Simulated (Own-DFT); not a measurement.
Simulation results for AlGa3N4 (wurtzite random alloy, atoms displaced)

Computed with Own-DFT development build. A calculation, not a measurement: plane-wave density functional theory by an unreviewed code, no spin, of a simulated periodic cell, stress positive in tension, run twice, with PBE and with PBEsol, both on files made for PBE, so the change isn't that of files made for PBEsol, forces on such cells passed a denser k mesh, this cell's mesh not checked; the far tail of each file's local potential was reset to the Coulomb form; each entry is a single point on an unrelaxed cell, so the pressure reflects the starting lattice, mostly measured values (interpolated for alloys), from which strain is counted, and rises with the displacements; printed positions are rounded, which can move forces by about a meV/angstrom; the program, named Own-DFT, is a retired in-house code; no spin-orbit coupling; stress was not checked against mesh or cutoff.

Common to all runs: functional PBE, then PBEsol; potential files PseudoDojo norm-conserving, scalar-relativistic, standard set; wave cutoff 42 hartree; occupations Fermi-Dirac; smearing width 0.1 eV; k mesh 4 x 4 x 3 centred on Gamma.

(1) AlGa3N4 (wurtzite random alloy, atoms displaced)

```
AlGa3N4
1.0
      9.5092     0.0000     0.0000
     -4.7546     8.2353     0.0000
      0.0000     0.0000    10.2685
Ga Al N Al Ga N Ga N Ga Al N Al N Ga N Ga N Ga N Ga N Al Ga N Al Ga N Al Ga N Al Ga N Ga N Ga N Ga N Ga N Ga N
1 1 2 1 1 2 2 2 1 1 2 2 2 2 2 2 2 2 2 2 2 1 1 2 1 1 2 1 1 2 1 1 2 2 2 2 2 2 2 2 2 2 2
Direct
  0.09197 0.21902 0.99342
  0.22616 0.10395 0.25133
  0.09247 0.21085 0.18724
  0.22232 0.10064 0.44575
  0.11640 0.23743 0.49223
  0.21452 0.12211 0.74637
  0.11211 0.22257 0.68409
  0.21678 0.08523 0.93353
  0.10851 0.55545 0.98985
  0.22115 0.44108 0.24173
  0.10528 0.56413 0.19867
  0.23271 0.45003 0.43635
  0.10426 0.54954 0.49972
  0.23091 0.45780 0.75815
  0.10239 0.53823 0.69491
  0.22460 0.45329 0.94091
  0.10178 0.86795 0.99303
  0.22438 0.77735 0.25496
  0.10719 0.89415 0.19211
  0.23922 0.79131 0.43305
  0.08642 0.88416 0.49889
  0.21472 0.76568 0.74375
  0.10006 0.88603 0.69295
  0.22115 0.77451 0.93144
  0.44755 0.22594 0.99128
  0.55786 0.10019 0.23915
  0.47150 0.22741 0.19897
  0.54991 0.11156 0.43483
  0.43918 0.22560 0.48165
  0.55812 0.11933 0.75677
  0.45670 0.22427 0.67989
  0.55494 0.11390 0.94476
  0.44012 0.55166 0.00418
  0.55180 0.43277 0.25580
  0.45281 0.57014 0.19232
  0.54926 0.44924 0.43648
  0.43772 0.54888 0.49325
  0.54259 0.44870 0.75510
  0.43736 0.56336 0.69270
  0.55331 0.44692 0.93980
  0.44373 0.90430 0.01334
  0.55463 0.79079 0.24113
  0.44601 0.88185 0.17881
  0.55619 0.77229 0.44551
  0.44028 0.87086 0.49678
  0.56271 0.78297 0.74978
  0.45473 0.89000 0.69549
  0.55690 0.78274 0.93017
  0.76724 0.22702 0.98968
  0.89640 0.12319 0.26264
  0.77121 0.23448 0.16909
  0.90042 0.11288 0.44220
  0.76868 0.22863 0.49979
  0.90140 0.12162 0.74477
  0.78334 0.20110 0.70354
  0.89986 0.10735 0.93724
  0.78171 0.54372 0.99395
  0.88717 0.45256 0.25791
  0.78350 0.55676 0.18388
  0.87668 0.42716 0.43801
  0.77242 0.56117 0.50673
  0.90143 0.46901 0.75813
  0.77291 0.55683 0.69960
  0.89387 0.44613 0.93548
  0.76789 0.88049 0.00795
  0.88778 0.77304 0.25372
  0.77389 0.89071 0.19119
  0.88897 0.78737 0.43581
  0.78911 0.91102 0.50778
  0.89315 0.78041 0.75959
  0.76211 0.88524 0.69061
  0.89641 0.78284 0.94691
```

* PBE pressure: 10.12 GPa
* PBE stress xx: -12.7 GPa
* PBE stress yy: -8.61 GPa
* PBE stress zz: -9.05 GPa
* PBE stress yz: 0.72 GPa
* PBE stress xz: -1.31 GPa
* PBE stress xy: -1.85 GPa
* PBEsol pressure: 5.23 GPa
* PBEsol stress xx: -7.73 GPa
* PBEsol stress yy: -3.74 GPa
* PBEsol stress zz: -4.2 GPa
* PBEsol stress yz: 0.67 GPa
* PBEsol stress xz: -1.29 GPa
* PBEsol stress xy: -1.83 GPa
* rms change of force components from PBE to PBEsol: 0.079 eV/Å

Force:
```csv
force element,PBE force x (eV/Å),PBE force y (eV/Å),PBE force z (eV/Å),PBEsol force x (eV/Å),PBEsol force y (eV/Å),PBEsol force z (eV/Å)
Ga,4.826,1.505,2.12,4.682,1.457,2.087
Al,-0.581,0.824,-0.163,-0.571,0.869,-0.156
N,3.97,1.881,-0.236,3.775,1.904,-0.247
N,-2.788,1.632,-2.13,-2.635,1.552,-2.004
Al,1.386,-1.548,1.187,1.391,-1.552,1.181
Ga,3.636,-1.903,0.522,3.536,-1.886,0.519
N,-0.414,3.149,-1.436,-0.404,2.949,-1.288
N,-0.455,2.202,0.778,-0.436,2.318,0.679
Ga,0.543,0.972,2.652,0.528,0.947,2.567
Ga,-0.448,0.674,0.076,-0.459,0.672,0.089
N,1.516,-0.281,-1.236,1.471,-0.459,-1.254
N,-1.624,-1.05,-0.175,-1.763,-0.963,-0.296
Ga,0.586,0.845,-0.405,0.572,0.808,-0.399
Al,-0.028,-1.665,-0.81,-0.034,-1.688,-0.787
N,1.29,1.411,-1.656,1.081,1.482,-1.669
N,0.276,-1.682,-0.657,0.257,-1.642,-0.479
Al,0.927,2.361,1.623,0.942,2.327,1.646
Al,-0.872,0.588,-1.048,-0.87,0.606,-1.058
N,2.316,-0.825,-0.993,2.154,-0.938,-0.953
N,-2.064,-2.095,0.9,-2.182,-2.144,0.981
Ga,4.494,1.28,1.788,4.383,1.277,1.748
Ga,1.019,2.588,-0.259,0.987,2.521,-0.209
N,1.527,0.262,-1.369,1.47,0.24,-1.34
N,0.328,0.693,1.509,0.353,0.518,1.37
Ga,-1.685,-0.895,1.343,-1.61,-0.87,1.291
Ga,1.142,0.923,1.901,1.107,0.96,1.86
N,-4.669,-1.783,-2.021,-4.483,-1.691,-1.991
N,1.359,-1.655,-0.269,1.326,-1.501,-0.3
Ga,1.635,-0.69,2.426,1.62,-0.687,2.382
Ga,0.795,-1.614,-1.358,0.782,-1.59,-1.325
N,-2.052,0.96,0.438,-2.011,0.947,0.453
N,0.274,-0.526,-0.138,0.091,-0.432,-0.254
Ga,0.351,1.985,0.066,0.346,1.943,0.062
Ga,0.155,3.264,-1.539,0.187,3.182,-1.489
N,-0.021,-2.519,-0.377,-0.042,-2.475,-0.394
N,0.703,0.383,1.147,0.847,0.256,1.039
Al,0.758,2.349,1.521,0.773,2.349,1.541
Ga,0.876,-0.853,-1.366,0.884,-0.82,-1.319
N,0.371,-1.405,-1.662,0.532,-1.278,-1.57
N,0.519,-0.109,0.314,0.504,-0.125,0.291
Al,0.597,-2.05,-5.53,0.59,-2.044,-5.562
Ga,2.94,-1.827,2.897,2.89,-1.795,2.813
N,-3.602,0.578,1.964,-3.374,0.619,2.159
N,-0.165,0.364,-0.966,-0.023,0.432,-1.034
Al,0.561,2.76,1.976,0.571,2.78,1.989
Ga,-2.095,-0.867,0.587,-2.049,-0.837,0.588
N,-2.767,-0.008,-2.014,-2.686,-0.021,-1.861
N,-1.033,-0.229,3.123,-0.906,-0.266,3.022
Al,2.935,-0.566,0.267,2.949,-0.556,0.219
Ga,-2.548,-1.699,-2.24,-2.454,-1.673,-2.197
N,1.879,-0.457,1.799,1.81,-0.457,1.964
N,-0.907,2.698,0.301,-1.032,2.521,0.226
Ga,0.403,-3.939,2.425,0.39,-3.834,2.339
Ga,2.344,-3.439,2.208,2.285,-3.368,2.169
N,-5.838,4.386,-2.569,-5.715,4.271,-2.522
N,-5.526,-1.778,-1.417,-5.314,-1.756,-1.419
Ga,-2.204,2.133,1.451,-2.151,2.099,1.426
Ga,0.238,-1.342,-2.025,0.228,-1.317,-1.991
N,-1.434,0.025,0.57,-1.383,0.023,0.578
N,-0.05,4.336,0.782,-0.038,4.243,0.756
Ga,-0.079,-0.205,-0.005,-0.084,-0.207,-0.006
Ga,-1.376,-3.272,-1.608,-1.331,-3.174,-1.546
N,-0.121,0.107,-1.092,-0.101,0.121,-1.069
N,-0.145,-1.635,0.633,-0.147,-1.413,0.557
Ga,0.642,0.935,-1.129,0.644,0.91,-1.11
Ga,-1.064,0.642,-1.635,-1.035,0.637,-1.594
N,0.704,0.679,0.931,0.669,0.648,0.89
N,-2.112,-2.588,0.332,-2.038,-2.524,0.328
Ga,-1.215,-3.406,0.127,-1.186,-3.337,0.12
Ga,-2.365,0.328,-0.128,-2.299,0.309,-0.125
N,4.884,1.74,-0.619,4.772,1.715,-0.623
N,-1.358,-2.032,-0.401,-1.532,-2.092,-0.485
```

(2) AlGa3N4 (wurtzite random alloy, atoms displaced)

```
AlGa3N4
1.0
      9.5092     0.0000     0.0000
     -4.7546     8.2353     0.0000
      0.0000     0.0000    10.2685
Ga N Ga N Ga N Ga N Al N Ga Al N Ga N Ga N Al Ga N Al Ga N Ga N Al Ga N Ga N Ga Al N Ga N Al Ga N Ga N Ga Al N
2 2 2 2 2 2 2 2 2 2 1 1 2 2 2 2 2 1 1 2 1 1 2 2 2 1 1 2 2 2 1 1 2 2 2 1 1 2 2 2 1 1 2
Direct
  0.11908 0.22325 0.98724
  0.22951 0.11912 0.25108
  0.11168 0.22298 0.19965
  0.22297 0.11146 0.45067
  0.11598 0.22383 0.49510
  0.21572 0.10575 0.75934
  0.10052 0.21760 0.68447
  0.20219 0.10487 0.94841
  0.11840 0.54886 0.99968
  0.22306 0.45035 0.25743
  0.11129 0.55605 0.18891
  0.21921 0.43578 0.43849
  0.12283 0.55921 0.50882
  0.23437 0.44672 0.74592
  0.10614 0.54762 0.68981
  0.23177 0.45235 0.93515
  0.10695 0.88044 0.00525
  0.21515 0.78024 0.23821
  0.11214 0.88436 0.19680
  0.22277 0.77609 0.42867
  0.09506 0.88965 0.50694
  0.21533 0.76851 0.73911
  0.11065 0.88484 0.69018
  0.23258 0.78599 0.94844
  0.43664 0.21970 0.01322
  0.56472 0.10776 0.26067
  0.43648 0.21471 0.18541
  0.55652 0.09803 0.42463
  0.45780 0.21473 0.49741
  0.56229 0.12545 0.74066
  0.43734 0.21188 0.67167
  0.56574 0.11749 0.93638
  0.44365 0.55579 0.00079
  0.56858 0.44653 0.24600
  0.45390 0.55124 0.18211
  0.54367 0.44547 0.45097
  0.44022 0.55333 0.48839
  0.55431 0.46386 0.75539
  0.43261 0.55256 0.69674
  0.54658 0.43837 0.94619
  0.45207 0.89696 0.99424
  0.55422 0.78190 0.25403
  0.44191 0.89356 0.18847
  0.55122 0.78364 0.43907
  0.43941 0.89748 0.49496
  0.56712 0.79226 0.75351
  0.44484 0.90620 0.69905
  0.56171 0.76438 0.92583
  0.77963 0.23139 0.00642
  0.88304 0.11162 0.24583
  0.76514 0.22691 0.19243
  0.88797 0.10684 0.45057
  0.76316 0.21727 0.49053
  0.90225 0.13383 0.73580
  0.78174 0.24308 0.69480
  0.88473 0.12025 0.93170
  0.76134 0.54872 0.00918
  0.88165 0.43239 0.25079
  0.78489 0.55987 0.18892
  0.87780 0.43544 0.43269
  0.78036 0.56095 0.50826
  0.90467 0.46244 0.74521
  0.76386 0.54173 0.70476
  0.88544 0.44613 0.95686
  0.76604 0.87645 0.99822
  0.89019 0.78638 0.24062
  0.77971 0.88311 0.18095
  0.88915 0.77800 0.45222
  0.77310 0.86938 0.50537
  0.87998 0.77395 0.74264
  0.76427 0.89109 0.67773
  0.89269 0.77287 0.93899
```

* PBE pressure: 9.84 GPa
* PBE stress xx: -11.45 GPa
* PBE stress yy: -7.41 GPa
* PBE stress zz: -10.65 GPa
* PBE stress yz: 0.83 GPa
* PBE stress xz: 0.96 GPa
* PBE stress xy: -1.36 GPa
* PBEsol pressure: 4.92 GPa
* PBEsol stress xx: -6.48 GPa
* PBEsol stress yy: -2.6 GPa
* PBEsol stress zz: -5.69 GPa
* PBEsol stress yz: 0.82 GPa
* PBEsol stress xz: 0.91 GPa
* PBEsol stress xy: -1.31 GPa
* rms change of force components from PBE to PBEsol: 0.081 eV/Å

Force:
```csv
force element,PBE force x (eV/Å),PBE force y (eV/Å),PBE force z (eV/Å),PBEsol force x (eV/Å),PBEsol force y (eV/Å),PBEsol force z (eV/Å)
Ga,-4.889,1.868,2.448,-4.77,1.819,2.386
Ga,-1.271,-1.365,1.516,-1.251,-1.327,1.478
N,-0.613,0.334,-1.468,-0.59,0.328,-1.422
N,1.128,-0.493,-1.913,1.088,-0.484,-1.882
Ga,-0.654,-1.205,0.619,-0.638,-1.174,0.612
Ga,0.7,0.399,-1.535,0.68,0.389,-1.529
N,2.843,1.402,0.374,3.022,1.495,0.282
N,4.703,-2.586,-1.207,4.583,-2.369,-1.247
Ga,-1.987,1.094,0.549,-1.944,1.054,0.56
Ga,0.439,-0.338,-1.914,0.409,-0.366,-1.858
N,0.055,0.283,0.483,0.075,0.119,0.421
N,0.26,2.358,1.106,0.12,2.227,1.031
Ga,-1.159,-0.327,-2.825,-1.13,-0.349,-2.769
Ga,-3.582,-2.574,1.393,-3.501,-2.512,1.376
N,2.457,2.5,-0.026,2.387,2.295,-0.092
N,0.787,-0.874,0.087,0.614,-0.94,0.023
Al,-0.019,0.14,-0.3,-0.026,0.151,-0.273
Al,2.279,-1.393,1.46,2.296,-1.404,1.456
N,-1.293,1.436,-1.797,-1.475,1.514,-1.701
N,-0.199,0.439,1.06,-0.293,0.337,1.131
Ga,3.531,1.242,-0.831,3.432,1.238,-0.808
Al,0.836,2.062,2.029,0.846,2.037,2.033
N,-1.116,-1.364,1.147,-1.131,-1.191,1.018
N,-1.561,-1.121,-1.835,-1.378,-1.155,-1.746
Ga,0.926,-0.758,-3.766,0.914,-0.713,-3.662
Ga,-2.664,-0.777,-6.063,-2.587,-0.751,-5.928
N,1.93,1.085,3.25,1.868,1.07,3.163
N,-1.493,0.196,5.396,-1.446,0.414,5.205
Ga,-2.648,0.861,-1.171,-2.622,0.849,-1.119
Ga,-0.289,0.417,2.248,-0.283,0.4,2.201
N,-1.051,1.236,3.856,-0.995,1.182,3.765
N,-1.68,0.056,0.143,-1.634,0.039,0.158
Al,0.305,-0.147,-0.214,0.3,-0.137,-0.218
Ga,-1.45,-0.626,1.37,-1.434,-0.6,1.316
N,-1.42,0.899,0.77,-1.375,0.878,0.93
N,3.086,0.148,-1.483,3.126,-0.031,-1.54
Al,-0.901,0.921,1.661,-0.925,0.943,1.665
Ga,0.171,-3.192,0.356,0.189,-3.113,0.355
N,2.882,3.331,-3.676,2.831,3.231,-3.488
N,-1.047,0.149,-0.575,-0.892,0.087,-0.594
Ga,0.631,0.046,0.24,0.592,0.058,0.237
Ga,0.043,-0.699,-1.124,0.056,-0.671,-1.089
N,0.334,-0.922,-0.273,0.465,-0.824,-0.298
N,-0.216,-1.308,0.795,-0.084,-1.221,0.671
Al,0.418,-2.301,1.305,0.421,-2.285,1.338
Ga,-2.756,-0.813,-2.018,-2.678,-0.787,-1.949
N,0.019,-2.963,-2.456,0.136,-2.797,-2.344
N,-1.758,-0.223,3.178,-1.69,-0.043,3.038
Ga,0.32,-1.162,-1.317,0.299,-1.131,-1.291
Ga,0.93,-0.044,0.972,0.925,-0.037,0.952
N,2.414,-1.495,-0.772,2.369,-1.457,-0.752
N,-0.741,-0.438,-1.593,-0.722,-0.421,-1.569
Ga,3.103,0.739,2.307,3.035,0.74,2.229
Al,-3.661,-2.314,1.886,-3.697,-2.342,1.878
N,1.592,-1.409,-1.92,1.424,-1.318,-1.914
N,1.177,-0.836,-0.301,1.149,-0.801,-0.172
Ga,1.796,0.792,-1.907,1.773,0.771,-1.856
Ga,0.829,3.295,-0.26,0.803,3.203,-0.246
N,-0.005,0.04,1.42,-0.032,0.015,1.364
N,-0.369,1.866,2.141,-0.275,1.73,2.027
Al,-0.409,-1.935,-0.546,-0.403,-1.956,-0.533
Ga,-2.862,-2.491,3.163,-2.82,-2.484,3.071
N,0.943,3.349,-2.8,0.917,3.164,-2.671
N,0.772,1.592,-2.056,0.762,1.541,-2
Ga,1.782,2.126,-1.207,1.739,2.056,-1.164
Ga,1.393,-1.265,1.673,1.361,-1.231,1.61
N,-2.186,1.36,1.123,-2.137,1.325,1.098
N,-0.267,-2.771,-2.202,-0.269,-2.523,-2.166
Ga,-2.623,2.503,-2.061,-2.57,2.476,-2.002
Al,0.3,0.511,1.667,0.271,0.514,1.646
N,3.262,1.179,3.02,3.089,1.075,2.872
N,-0.536,0.276,-0.796,-0.67,0.184,-0.704
```
